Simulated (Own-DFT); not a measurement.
## Calculated data, Si$_{24}$O$_{47}$ (quartz with one neutral oxygen vacancy, atoms displaced)

All values are calculated (Own-DFT development build). A calculation, not a measurement: plane-wave PBE and HSE06 DFT by an unreviewed code, no spin, of a simulated cell at Gamma alone, so results move with cell size and shape, stress positive in tension, energies less offsets, not probed for a lower state with spin; oxygen file: force components 24 meV/angstrom off all-electron in a glass; k mesh not checked against a denser one; forces and stress are PBE's, HSE06 gives the energy alone, and its difference from PBE has offsets of its own; offsets are fitted by least squares, one for each functional and potential file, so energies compare only between cells with the same atoms and settings and are not formation energies; the far tail of each file's local potential was reset to the Coulomb form; each entry is a single point on an unrelaxed cell, so the pressure reflects the starting lattice, mostly measured values (interpolated for alloys), from which strain is counted, and rises with the displacements; printed positions are rounded, which can move forces by about a meV/angstrom; the program, named Own-DFT, is a retired in-house code; no spin-orbit coupling.

Settings shared by all entries: first functional PBE; second functional HSE06; exact exchange share 0.25; screening 0.11 1/bohr; exchange divergence Gygi-Baldereschi; potential files PseudoDojo norm-conserving, scalar-relativistic, made for PBE, standard set; wave cutoff 48 hartree; occupations fixed; k mesh 1 x 1 x 1 centred on Gamma.

(1) Si$_{24}$O$_{47}$ (quartz with one neutral oxygen vacancy, atoms displaced)

```
cell vectors (Å)
   9.8268     0.0000     0.0000
  -4.9134     8.5103     0.0000
   0.0000     0.0000    10.8104
atoms (fractions of the cell vectors)
Si  0.23403  0.99497  0.00032
Si  0.00796  0.23559  0.33471
Si  0.26552  0.26410  0.17410
O   0.21003  0.13907  0.06262
O   0.42790  0.29657  0.22733
O   0.36155  0.07530  0.39159
O   0.06556  0.36852  0.43712
O   0.13028  0.20939  0.27421
O   0.29791  0.42954  0.10839
Si  0.24499  0.01317  0.49863
Si  0.00037  0.22796  0.82725
Si  0.27152  0.27947  0.66276
O   0.22028  0.13974  0.56114
O   0.42228  0.29564  0.73115
O   0.36674  0.07772  0.89398
O   0.08271  0.37549  0.94067
O   0.13426  0.20539  0.77943
O   0.29499  0.42774  0.60136
Si  0.23519  0.50069  0.00052
Si  0.01370  0.74735  0.33517
Si  0.27089  0.76142  0.16380
O   0.21502  0.64477  0.04821
O   0.42809  0.78714  0.22390
O   0.36431  0.57661  0.38086
O   0.06235  0.86717  0.44348
O   0.13208  0.70303  0.27961
Si  0.23558  0.49553  0.50105
Si  0.00324  0.74143  0.82507
Si  0.27097  0.77070  0.66699
O   0.20614  0.63141  0.56963
O   0.42164  0.78178  0.72612
O   0.35963  0.55991  0.88950
O   0.06807  0.86090  0.93431
O   0.12114  0.70337  0.77485
O   0.29296  0.93110  0.60476
Si  0.73331  0.00344  0.99290
Si  0.50389  0.23513  0.33196
Si  0.76640  0.25782  0.16282
O   0.69785  0.13317  0.05687
O   0.92691  0.29921  0.22604
O   0.85986  0.06809  0.39436
O   0.56849  0.37177  0.43504
O   0.63050  0.21956  0.27451
O   0.79470  0.42990  0.11072
Si  0.74164  0.00068  0.49769
Si  0.50028  0.23958  0.82977
Si  0.76693  0.26577  0.67854
O   0.71109  0.12954  0.56131
O   0.94812  0.30229  0.72684
O   0.87346  0.06581  0.88653
O   0.57143  0.36758  0.93745
O   0.62639  0.21913  0.77488
O   0.80233  0.43671  0.60709
Si  0.72371  0.49350  0.00420
Si  0.49804  0.73687  0.33740
Si  0.75768  0.76574  0.15757
O   0.70035  0.64207  0.06332
O   0.92811  0.78659  0.22979
O   0.86525  0.57273  0.38600
O   0.58011  0.87846  0.44207
O   0.63787  0.71207  0.26230
O   0.78554  0.92397  0.11445
Si  0.73628  0.49918  0.49896
Si  0.49850  0.72549  0.82685
Si  0.75887  0.76805  0.66731
O   0.69892  0.62850  0.55987
O   0.92039  0.79280  0.72352
O   0.87117  0.57761  0.89604
O   0.56541  0.84455  0.93910
O   0.63269  0.70231  0.78272
O   0.79603  0.92359  0.61386
```

* PBE energy of cell above offsets: -16.310 eV
* HSE06 less PBE above offsets: -0.328 eV
* PBE pressure: 9.05 GPa
* PBE stress xx: -11.86 GPa
* PBE stress yy: -6.85 GPa
* PBE stress zz: -8.44 GPa
* PBE stress yz: -1.43 GPa
* PBE stress xz: 1.32 GPa
* PBE stress xy: 1.91 GPa

Force:
```csv
element,x (eV/Å),y (eV/Å),z (eV/Å)
Si,-0.29,-1.213,1.909
Si,-6.535,-0.802,0.285
Si,0.021,1.623,-3.127
O,0.446,-1.686,-0.659
O,0.695,-0.071,0.574
O,2.168,0.86,-2.64
O,1.348,1.299,1.723
O,3.237,-1.222,-0.465
O,-0.237,-0.303,0.811
Si,-2.492,-5.232,0.455
Si,0.808,2.715,5.206
Si,0.831,-5.776,3.852
O,-2.35,2.613,1.111
O,-0.497,1.189,-1.427
O,0.553,-0.13,-0.576
O,-2.923,-4.864,-2.429
O,4.211,0.372,-3.318
O,0.602,2.129,0.319
Si,2.046,0.706,0.863
Si,-3.518,-3.499,-0.296
Si,-4.237,1.923,-0.167
O,-0.17,-0.292,0.338
O,0.308,1.161,-0.101
O,-1.823,-3.702,3.53
O,1.954,3.742,2.662
O,4.352,0.228,-2.212
Si,-3.613,3.449,-3.576
Si,-5.263,-2.298,2.564
Si,-3.572,-0.681,1.045
O,1.003,-1.964,-2.188
O,0.504,1.368,-0.614
O,1.275,1.424,-1.517
O,0.466,3.408,2.323
O,7.351,0.099,-4.161
O,1.283,-0.654,1.018
Si,0.973,-3.642,1.169
Si,-5.757,1.615,2.197
Si,-2.742,3.744,2.263
O,0.476,-1.961,-2.09
O,2.137,-1.083,1.276
O,3.805,3.229,-3.887
O,0.335,-0.026,1.25
O,7.505,-1.631,-3.792
O,-0.139,-1.203,-0.174
Si,-0.484,-0.798,4.611
Si,-5.733,-0.334,4.13
Si,1.422,1.763,-4.113
O,-1.021,2.5,2.839
O,-5.203,0.438,-2.984
O,-2.119,-1.196,1.512
O,-1.033,-0.326,0.418
O,7.141,-1.403,-2.762
O,1.211,-2.843,1.942
Si,2.366,4.496,-0.404
Si,4.329,2.553,-2.205
Si,5.598,1.898,5.859
O,1.667,-7.1,-6.413
O,-2.747,1.106,-2.833
O,0.007,0.075,1.221
O,-1.908,-3.32,-1.539
O,-4.7,-1.16,5.372
O,-2.508,6.185,-4.002
Si,-0.102,1.343,-1.968
Si,-2.674,-2.233,3.166
Si,2.522,-5.672,1.179
O,-0.681,0.901,0.767
O,0.189,0.48,-0.371
O,-1.584,-0.986,0.83
O,0.73,4.179,2.086
O,3.354,-0.383,-2.567
O,-2.57,4.876,-3.094
```

(2) Si$_{24}$O$_{47}$ (quartz with one neutral oxygen vacancy, atoms displaced)

```
cell vectors (Å)
   9.8268     0.0000     0.0000
  -4.9134     8.5103     0.0000
   0.0000     0.0000    10.8104
atoms (fractions of the cell vectors)
Si  0.24016  0.99900  0.00404
Si  0.99876  0.23768  0.34067
Si  0.28226  0.28202  0.16531
O   0.19976  0.12785  0.06671
O   0.42465  0.29195  0.22138
O   0.35930  0.07472  0.38716
O   0.07173  0.36825  0.43667
O   0.13146  0.21627  0.27154
O   0.29899  0.42313  0.11258
Si  0.23649  0.00593  0.49512
Si  0.99627  0.22184  0.83797
Si  0.25500  0.26282  0.66154
O   0.21088  0.13541  0.55626
O   0.37110  0.08680  0.89351
O   0.07146  0.36665  0.94144
O   0.12789  0.20413  0.76632
O   0.29234  0.43557  0.60517
Si  0.22532  0.49234  0.99376
Si  0.99834  0.73699  0.32229
Si  0.26844  0.76991  0.17896
O   0.21596  0.64758  0.06429
O   0.42390  0.79148  0.22992
O   0.36567  0.57568  0.39414
O   0.07711  0.86725  0.43353
O   0.13340  0.70687  0.27256
O   0.29115  0.92844  0.10624
Si  0.23363  0.49686  0.51227
Si  0.99245  0.72704  0.83489
Si  0.26807  0.76218  0.66677
O   0.19979  0.62623  0.56530
O   0.42944  0.80025  0.71939
O   0.37274  0.58688  0.89076
O   0.07803  0.86792  0.95317
O   0.13787  0.70699  0.77045
O   0.28843  0.92019  0.60064
Si  0.73117  0.98783  0.99473
Si  0.50656  0.24299  0.33103
Si  0.77713  0.26765  0.16647
O   0.70826  0.12693  0.05998
O   0.92613  0.29270  0.22690
O   0.87424  0.08246  0.39548
O   0.56924  0.36963  0.43396
O   0.63453  0.20911  0.27474
O   0.79274  0.41882  0.10046
Si  0.73917  0.99686  0.50833
Si  0.49563  0.23469  0.83530
Si  0.76267  0.26860  0.66189
O   0.70542  0.12370  0.56172
O   0.92088  0.29638  0.73641
O   0.86510  0.06131  0.88767
O   0.57034  0.36384  0.93680
O   0.63675  0.21231  0.78460
O   0.79157  0.41619  0.61234
Si  0.72785  0.50198  0.00059
Si  0.50288  0.74066  0.32701
Si  0.75790  0.77282  0.15419
O   0.71314  0.63342  0.05528
O   0.92589  0.78855  0.21987
O   0.86258  0.57315  0.39986
O   0.55914  0.86270  0.44269
O   0.62894  0.70108  0.27060
O   0.80011  0.92905  0.10890
Si  0.72931  0.48982  0.49954
Si  0.49906  0.73068  0.83212
Si  0.76756  0.77258  0.65701
O   0.69798  0.63161  0.55511
O   0.92192  0.78715  0.72736
O   0.86914  0.58595  0.88768
O   0.58095  0.86607  0.94204
O   0.63372  0.70923  0.77065
O   0.79094  0.92529  0.60130
```

* PBE energy of cell above offsets: -13.440 eV
* HSE06 less PBE above offsets: -0.630 eV
* PBE pressure: 12.37 GPa
* PBE stress xx: -11.07 GPa
* PBE stress yy: -17.17 GPa
* PBE stress zz: -8.88 GPa
* PBE stress yz: 3.42 GPa
* PBE stress xz: -3.09 GPa
* PBE stress xy: 1.18 GPa

Force:
```csv
element,x (eV/Å),y (eV/Å),z (eV/Å)
Si,-2.417,3.251,-1.51
Si,2.292,0.976,-4.652
Si,-4.027,-11.43,2.339
O,0.544,1.166,-0.093
O,5.98,0.916,2.742
O,1.905,2.033,-1.604
O,0.384,3.271,3.885
O,1.823,0.242,-0.692
O,-5.092,9.814,-6.897
Si,1.104,-3.536,0.398
Si,-2.094,3.163,-2.099
Si,4.594,1.773,1.349
O,-1.858,0.948,-0.03
O,-1.944,-5.451,2.746
O,-1.781,-3.454,-1.675
O,-0.979,-0.747,1.215
O,6.099,-5.085,7.358
Si,3.291,6.218,4.874
Si,0.167,-1.153,4.466
Si,-1.091,0.939,-4.954
O,1.378,-3.387,-2.066
O,0.628,1.961,-1.453
O,-0.311,-0.134,0.471
O,-0.874,-0.237,-0.258
O,-1.214,-1.297,1.924
O,3.438,-1.717,3.873
Si,-4.977,3.972,-10.77
Si,5.659,9.744,-2.66
Si,-2.729,1.253,-1.809
O,-0.749,0.091,-0.218
O,3.893,-0.015,2.619
O,-3.069,-6.528,3.465
O,-1.624,-3.23,-3.471
O,-2.436,-0.409,2.331
O,-0.202,0.803,-0.231
Si,2.201,6.41,3.258
Si,-1.81,-3.514,-1.641
Si,-4.385,-2.66,-1.335
O,0.551,-0.095,0.026
O,2.952,0.835,1.588
O,-2.16,-4.755,2.735
O,-0.373,0.869,2.026
O,1.771,0.183,-1.07
O,-1.148,1.994,-1.146
Si,-5.23,1.477,-9.133
Si,-0.394,2.687,-5.279
Si,3.311,-9.223,6.396
O,-1.724,2.617,1.609
O,1.054,-0.783,0.209
O,-0.161,-1.677,0.95
O,-0.201,3.071,2.384
O,1.228,-0.018,-2.332
O,-4.316,8.583,-5.28
Si,4.91,-4.186,-2.835
Si,0.301,-2.811,5.045
Si,4.592,-6.895,5.817
O,-3.506,3.586,1.687
O,-3.441,0.483,-2.647
O,1.596,1.269,-1.966
O,2.531,2.123,0.786
O,1.391,0.685,-1.85
O,-2.093,5.766,-3.069
Si,-0.287,2.715,1.58
Si,0.45,5.859,-3.419
Si,1.818,-5.235,3.277
O,0.787,-0.647,0.151
O,-0.853,1.044,-1.253
O,-4.366,-9.557,5.469
O,-3.659,-4.927,-2.747
O,1.102,0.304,-0.932
O,3.85,-0.299,4.028
```

(3) Si$_{24}$O$_{47}$ (quartz with one neutral oxygen vacancy, atoms displaced)

```
cell vectors (Å)
   9.8268     0.0000     0.0000
  -4.9134     8.5103     0.0000
   0.0000     0.0000    10.8104
atoms (fractions of the cell vectors)
Si  0.23366  0.99394  0.99929
Si  0.99365  0.24002  0.32977
Si  0.26984  0.26620  0.16887
O   0.21473  0.13859  0.05766
O   0.42177  0.29554  0.22574
O   0.36840  0.07064  0.38394
O   0.05293  0.35663  0.43651
O   0.12874  0.20498  0.27725
O   0.29978  0.42989  0.10343
Si  0.23586  0.99609  0.49934
Si  0.00134  0.23484  0.83792
Si  0.26422  0.26596  0.67256
O   0.21679  0.14049  0.56441
O   0.42037  0.28428  0.73090
O   0.36840  0.07084  0.89323
O   0.06970  0.35973  0.93439
O   0.13288  0.20677  0.76953
O   0.29552  0.43101  0.61138
Si  0.23918  0.50104  0.99892
Si  0.99536  0.73084  0.33726
Si  0.26045  0.76120  0.18023
O   0.20424  0.63437  0.06200
O   0.42403  0.78405  0.23083
O   0.07421  0.87312  0.43442
O   0.13516  0.71594  0.26532
O   0.29388  0.92451  0.10843
Si  0.23382  0.50162  0.50339
Si  0.00757  0.74291  0.83817
Si  0.26236  0.75669  0.66519
O   0.20164  0.62757  0.56303
O   0.42091  0.79325  0.72706
O   0.36804  0.58558  0.89166
O   0.07493  0.86941  0.93564
O   0.13624  0.70547  0.77485
O   0.29091  0.92355  0.60340
Si  0.74107  0.00286  0.00023
Si  0.50055  0.23217  0.32139
Si  0.76739  0.26119  0.16305
O   0.70630  0.13310  0.05715
O   0.92915  0.29495  0.23614
O   0.86432  0.06769  0.40060
O   0.57465  0.35794  0.43868
O   0.62639  0.19688  0.26900
O   0.80281  0.42302  0.10874
Si  0.73121  0.99496  0.49648
Si  0.50633  0.23829  0.83311
Si  0.77585  0.26335  0.66218
O   0.70653  0.12701  0.55688
O   0.93067  0.29179  0.72422
O   0.87498  0.07579  0.89373
O   0.57194  0.35859  0.93536
O   0.63760  0.20930  0.77727
O   0.78413  0.42508  0.59999
Si  0.73218  0.50045  0.99870
Si  0.49805  0.73220  0.32871
Si  0.76482  0.76067  0.16504
O   0.71077  0.63156  0.05597
O   0.92098  0.78934  0.21675
O   0.86934  0.56415  0.39417
O   0.57542  0.87185  0.44133
O   0.62611  0.69522  0.27068
O   0.79955  0.93536  0.10066
Si  0.73132  0.50266  0.49130
Si  0.49547  0.72559  0.83811
Si  0.77214  0.75821  0.66893
O   0.71031  0.63422  0.55829
O   0.91949  0.79061  0.72120
O   0.86795  0.57690  0.88633
O   0.56846  0.86607  0.94288
O   0.63669  0.70485  0.77959
O   0.79565  0.93343  0.61137
```

- PBE energy of cell above offsets: -16.969 eV
- HSE06 less PBE above offsets: -0.567 eV
- PBE pressure: 10.24 GPa
- PBE stress xx: -12.44 GPa
- PBE stress yy: -7.83 GPa
- PBE stress zz: -10.46 GPa
- PBE stress yz: -2.64 GPa
- PBE stress xz: -1.67 GPa
- PBE stress xy: -1.24 GPa

Force:
```csv
element,x (eV/Å),y (eV/Å),z (eV/Å)
Si,1.701,2.837,0.791
Si,6.318,-7.241,5.636
Si,-5.605,-1.469,-1.475
O,-0.164,-0.698,-0.093
O,4.024,1.364,1.248
O,-1.095,-1.044,1.046
O,2.069,5.207,4.744
O,1.255,0.631,-1.465
O,0.404,-0.349,0.52
Si,-0.335,3.832,-0.807
Si,0.5,-2.13,-5.608
Si,1.472,0.613,-2.299
O,0.599,-2.131,-2.057
O,0.381,1.216,-0.241
O,-0.004,-0.086,0.044
O,1.465,5.74,4.994
O,-2.027,-0.921,2.601
O,-0.06,0.167,-0.083
Si,-2.768,0.055,0.325
Si,-0.305,1.206,-2.222
Si,6.273,3.1,-9.87
O,0.756,-0.817,0.083
O,-2.524,1.58,-2.991
O,-0.801,-1.132,-0.266
O,-7.886,-3.339,8.071
O,0.204,-0.495,0.511
Si,1.222,-2.069,-3.622
Si,-0.681,-3.507,-5.278
Si,-0.922,2.838,0.975
O,-1.684,-0.195,-0.849
O,2.857,-0.371,1.357
O,-3.161,-8.213,3.538
O,-0.985,2.013,2.549
O,-1.4,-0.021,0.742
O,1.017,-1.507,1.072
Si,-2.808,-0.655,-3.604
Si,-1.214,0.11,3.681
Si,-0.021,-0.622,2.098
O,0.068,-0.08,-0.324
O,-7.19,2.34,-8.064
O,2.276,2.42,-4.005
O,-1.116,-0.368,-1.718
O,2.767,0.15,-1.903
O,-2.236,2.814,-2.191
Si,2.291,0.744,3.982
Si,-0.775,-4.675,-2.401
Si,-4.601,0.255,-0.708
O,-1.463,2.108,1.213
O,1.548,0.526,0.788
O,-0.95,-2.124,0.825
O,0.545,4.736,4.738
O,2.548,0.14,-1.877
O,1.614,-1.271,1.385
Si,3.715,-2.831,-1.771
Si,1.009,-1.761,6.734
Si,-3.798,1.65,-1.599
O,-2.054,1.513,0.948
O,4.431,-0.139,3.367
O,1.016,1.477,-1.972
O,-2.576,-4.507,-3.244
O,1.112,0.135,-0.694
O,2.772,-3.644,3.898
Si,0.317,-2.506,2.61
Si,2.962,9.521,-5.06
Si,-10.4,1.771,-3.157
O,-0.946,0.096,-0.943
O,10.14,1.472,5.222
O,-0.953,-1.118,1.671
O,1.023,0.522,0.196
O,0.055,-0.365,-0.378
O,0.777,-2.499,0.633
```

(4) Si$_{24}$O$_{47}$ (quartz with one neutral oxygen vacancy, atoms displaced)

```
cell vectors (Å)
   9.8268     0.0000     0.0000
  -4.9134     8.5103     0.0000
   0.0000     0.0000    10.8104
atoms (fractions of the cell vectors)
Si  0.23619  0.00627  0.00613
Si  0.98936  0.23484  0.33597
Si  0.26664  0.26447  0.16228
O   0.21215  0.13911  0.06428
O   0.42693  0.29710  0.22531
O   0.35966  0.07523  0.39971
O   0.06654  0.36254  0.43603
O   0.13617  0.21521  0.27736
O   0.29005  0.42047  0.10370
Si  0.23187  0.00429  0.49753
Si  0.00272  0.23480  0.82262
Si  0.27379  0.27738  0.67342
O   0.20668  0.14289  0.55390
O   0.41361  0.29400  0.72802
O   0.36971  0.07831  0.90583
O   0.08353  0.37154  0.94007
O   0.13382  0.20975  0.77816
O   0.30123  0.43486  0.60460
Si  0.23425  0.50583  0.99620
Si  0.00091  0.73789  0.32853
Si  0.27081  0.76795  0.16676
O   0.21308  0.62983  0.06973
O   0.42299  0.79256  0.22489
O   0.36810  0.57332  0.38611
O   0.06197  0.86835  0.43918
O   0.13540  0.71319  0.27046
O   0.28912  0.91792  0.10399
Si  0.24003  0.50647  0.50381
Si  0.00771  0.74034  0.83826
Si  0.26149  0.75391  0.66172
O   0.20900  0.63022  0.56333
O   0.42294  0.79117  0.71802
O   0.36533  0.57007  0.89334
O   0.06598  0.85429  0.94528
O   0.13239  0.71009  0.77427
O   0.28751  0.92557  0.61113
Si  0.72821  0.00530  0.00052
Si  0.49400  0.22561  0.32414
Si  0.77224  0.27496  0.17361
O   0.70594  0.12513  0.06579
O   0.93261  0.29884  0.22284
O   0.87659  0.08667  0.38882
O   0.56557  0.35535  0.43544
O   0.63931  0.20556  0.27345
O   0.79122  0.42078  0.10515
Si  0.73558  0.99835  0.50176
Si  0.50230  0.24115  0.82902
Si  0.75564  0.24949  0.66487
O   0.70014  0.13297  0.56386
O   0.92535  0.29030  0.72311
O   0.86283  0.07150  0.89929
O   0.56757  0.36365  0.93790
O   0.63653  0.21467  0.77598
O   0.78039  0.42251  0.60237
Si  0.73806  0.49821  0.99442
Si  0.49418  0.73157  0.33770
Si  0.77198  0.77038  0.18006
O   0.71140  0.63481  0.05491
O   0.93975  0.80488  0.22087
O   0.56723  0.86494  0.44978
O   0.63017  0.70255  0.27281
O   0.79460  0.92885  0.11197
Si  0.73969  0.49264  0.50061
Si  0.50048  0.73426  0.83348
Si  0.76290  0.76116  0.66486
O   0.70862  0.63269  0.55414
O   0.92375  0.78904  0.73287
O   0.87302  0.57792  0.88760
O   0.57471  0.85970  0.93333
O   0.64000  0.71490  0.77081
O   0.79237  0.92423  0.60608
```

* PBE energy of cell above offsets: -16.424 eV
* HSE06 less PBE above offsets: -0.623 eV
* PBE pressure: 10.83 GPa
* PBE stress xx: -11.49 GPa
* PBE stress yy: -10.53 GPa
* PBE stress zz: -10.47 GPa
* PBE stress yz: -1.63 GPa
* PBE stress xz: -0.29 GPa
* PBE stress xy: 1.32 GPa

Force:
```csv
element,x (eV/Å),y (eV/Å),z (eV/Å)
Si,-0.723,-3.443,-1.056
Si,6.123,6.281,-5.927
Si,-2.979,2.745,5.049
O,-0.476,-3.437,-2.962
O,1.206,-0.269,-0.362
O,3.002,0.975,-3.954
O,1.268,4.799,4.172
O,0.288,-0.191,-0.8
O,-0.629,2.173,-1.282
Si,-2.425,-2.264,3.759
Si,-3.602,-0.352,6.794
Si,-8.683,-3.528,-6.454
O,-0.204,1.188,1.996
O,9.787,0.955,4.374
O,1.263,1.575,-2.786
O,-2.816,-3.459,-3.077
O,4.141,-0.456,-2.231
O,0.562,-0.156,1.345
Si,2.743,-1.556,2.736
Si,-0.922,-1.957,3.049
Si,-2.255,-1.645,0.02
O,-1.385,0.512,-0.651
O,4.056,0.803,2.641
O,-2.224,-3.561,2.916
O,0.769,0.573,0.363
O,0.652,-0.534,0.564
O,-0.618,2.525,-0.533
Si,0.09,-4.116,-4.919
Si,-1.736,-1.397,-3.125
Si,-3.436,5.589,4.018
O,-1.719,-1.701,-2.83
O,2.97,-0.226,2.09
O,1.267,1.318,-1.875
O,1.266,5.326,4.207
O,2.949,-0.67,-1.494
O,-0.27,-0.3,-1.093
Si,4.479,-5.17,-0.222
Si,0.214,1.159,2.077
Si,0.964,-3.336,-2.64
O,-3.883,5.129,3.224
O,0.111,0.646,-0.076
O,-4.874,-10.22,5.786
O,1.296,1.521,0.767
O,-1.806,-1.059,1.593
O,-0.909,2.252,-1.507
Si,0.199,1.029,-1.43
Si,-1.917,-2.211,1.701
Si,-0.102,6.852,3.227
O,1.07,-4.999,-4.933
O,-1.429,0.42,-1.604
O,1.547,2.409,-2.737
O,0.694,1.84,0.918
O,0.358,-0.82,-0.163
O,5.277,-4.874,6.777
Si,-0.793,1.51,0.445
Si,1.847,3.721,-2.562
Si,-1.325,-0.419,-5.762
O,0.18,0.771,1.796
O,0.317,0.415,-0.116
O,0.022,-0.456,-1.231
O,-1.323,-0.178,1.974
O,-0.778,-0.014,-0.486
Si,-4.781,3.965,-8.168
Si,-0.619,-1.846,-3.231
Si,2.818,-0.097,-0.402
O,-0.222,-0.183,0.119
O,-0.897,0.662,-1.359
O,-0.936,-3.314,1.429
O,-0.416,2.996,2.916
O,-1.912,-1.308,1.375
O,0.228,1.091,-0.18
```

(5) Si$_{24}$O$_{47}$ (quartz with one neutral oxygen vacancy, atoms displaced)

```
cell vectors (Å)
   9.8268     0.0000     0.0000
  -4.9134     8.5103     0.0000
   0.0000     0.0000    10.8104
atoms (fractions of the cell vectors)
Si  0.22877  0.99019  0.99584
Si  0.00275  0.23664  0.33000
Si  0.26268  0.26565  0.16591
O   0.19813  0.12293  0.05624
O   0.42303  0.29813  0.22418
O   0.36860  0.07178  0.40129
O   0.06620  0.35825  0.43614
O   0.12479  0.19579  0.27612
O   0.29767  0.42935  0.10218
Si  0.23019  0.99464  0.49428
Si  0.98786  0.23031  0.83691
Si  0.27106  0.26884  0.67072
O   0.20379  0.14095  0.56273
O   0.42842  0.29361  0.72720
O   0.36012  0.06792  0.89152
O   0.07768  0.36517  0.94301
O   0.14295  0.20707  0.76752
O   0.29153  0.42785  0.61178
Si  0.22362  0.49641  0.00647
Si  0.00113  0.73415  0.33132
Si  0.27637  0.77231  0.16008
O   0.21381  0.63636  0.05629
O   0.42699  0.80246  0.22399
O   0.36377  0.56918  0.39537
O   0.07673  0.86480  0.43570
O   0.12597  0.70464  0.27169
O   0.28398  0.91590  0.10323
Si  0.23505  0.50883  0.50881
Si  0.00498  0.74162  0.83577
Si  0.26452  0.75742  0.66488
O   0.20631  0.63539  0.55557
O   0.43637  0.79235  0.72688
O   0.36347  0.57282  0.88859
O   0.06597  0.87003  0.94448
O   0.14166  0.71235  0.77641
O   0.28738  0.91906  0.60865
Si  0.74475  0.00515  0.00083
Si  0.50394  0.24145  0.33058
Si  0.78751  0.28105  0.15970
O   0.71298  0.13438  0.06297
O   0.92470  0.28267  0.21919
O   0.85996  0.06988  0.39866
O   0.57164  0.36710  0.43508
O   0.63131  0.20586  0.26569
O   0.79538  0.42642  0.11467
Si  0.73200  0.00290  0.49269
Si  0.48910  0.22670  0.83806
Si  0.77676  0.27730  0.66169
O   0.70986  0.13969  0.55316
O   0.92489  0.29134  0.73020
O   0.86017  0.06510  0.88512
O   0.58226  0.37077  0.94097
O   0.63339  0.20412  0.76926
O   0.79418  0.43205  0.60149
Si  0.72399  0.50525  0.00870
Si  0.49697  0.73838  0.33719
Si  0.75216  0.75612  0.15735
O   0.92412  0.79135  0.22540
O   0.87308  0.57420  0.39216
O   0.56945  0.86796  0.44268
O   0.62661  0.68706  0.27005
O   0.80105  0.92565  0.11123
Si  0.74407  0.50613  0.49597
Si  0.50084  0.73107  0.84111
Si  0.77218  0.77313  0.66726
O   0.70825  0.63096  0.56101
O   0.93288  0.79098  0.72131
O   0.85884  0.57097  0.88988
O   0.57335  0.85522  0.94185
O   0.62924  0.70117  0.77466
O   0.79634  0.92150  0.61142
```

* PBE energy of cell above offsets: -18.084 eV
* HSE06 less PBE above offsets: -0.354 eV
* PBE pressure: 7.98 GPa
* PBE stress xx: -6.97 GPa
* PBE stress yy: -10.45 GPa
* PBE stress zz: -6.52 GPa
* PBE stress yz: 0.44 GPa
* PBE stress xz: -2.16 GPa
* PBE stress xy: 0.55 GPa

Force:
```csv
element,x (eV/Å),y (eV/Å),z (eV/Å)
Si,0.066,2.54,2.101
Si,-1.632,-2.752,1.478
Si,-0.875,-2.242,-0.852
O,-0.227,1.996,1.516
O,1.278,-0.144,0.692
O,1.841,2.335,-3
O,0.846,3.801,2.892
O,2.635,0.24,-2.131
O,0.327,-0.786,1.412
Si,-0.285,2.851,4.998
Si,5.698,1.437,-1.557
Si,0.325,0.368,-3.218
O,1.752,-2.893,-2.467
O,1.861,0.443,1.078
O,0.135,-1.572,0.362
O,-2.732,-3.173,-1.385
O,-6.341,-1.32,5.592
O,-0.779,1.725,-0.687
Si,5.021,1.327,-3.405
Si,-2.215,0.681,-1.086
Si,-3.778,-4.473,2.612
O,-2.041,1.921,1.249
O,4.105,0.078,2.534
O,-0.23,1.054,-0.255
O,-1.738,-0.714,0.107
O,4.953,0.043,-2.896
O,-1.01,3.614,-1.678
Si,3.302,-6.604,-3.55
Si,-0.743,-2.618,-0.928
Si,1.584,3.416,2.501
O,-3.034,1.85,0.669
O,-2.302,-0.155,-1.345
O,-2.035,-3.085,2.657
O,-1.411,-2.014,-1.207
O,-0.831,-0.697,1.22
O,-0.606,0.717,-0.997
Si,-1.881,-3.066,0.641
Si,0.141,-2.749,-0.692
Si,-5.288,-6.665,1.919
O,0.216,-0.117,-1.13
O,4.813,0.905,1.903
O,3.766,2.857,-4.929
O,1.022,2.614,1.949
O,1.01,0.538,-0.634
O,-2.92,6.106,-3.385
Si,-0.287,-1.138,6.113
Si,3.704,3.314,-2.622
Si,-3.279,-3.098,0.407
O,-0.059,0.777,0.875
O,0.406,1.247,-0.709
O,0.32,-0.804,0.411
O,-2.27,-3.179,-0.997
O,-0.791,0.578,0.428
O,1.849,-0.391,1.55
Si,2.608,3.648,0.928
Si,1.318,-2.202,-1.935
Si,3.978,-3.085,1.162
O,-1.459,-0.256,-0.828
O,0.307,-0.809,-0.374
O,-0.845,-0.854,-0.32
O,-2.795,0.939,0.871
O,-1.468,2.264,-2.02
Si,-3.45,-0.795,-0.702
Si,0.092,-1.098,-4.409
Si,0.285,-6.316,2.125
O,-0.389,1.028,0.243
O,0.421,0.502,0.469
O,0.068,1.028,1.127
O,1.25,4.756,4.408
O,2.262,0.33,-0.746
O,-3.539,5.997,-4.126
```
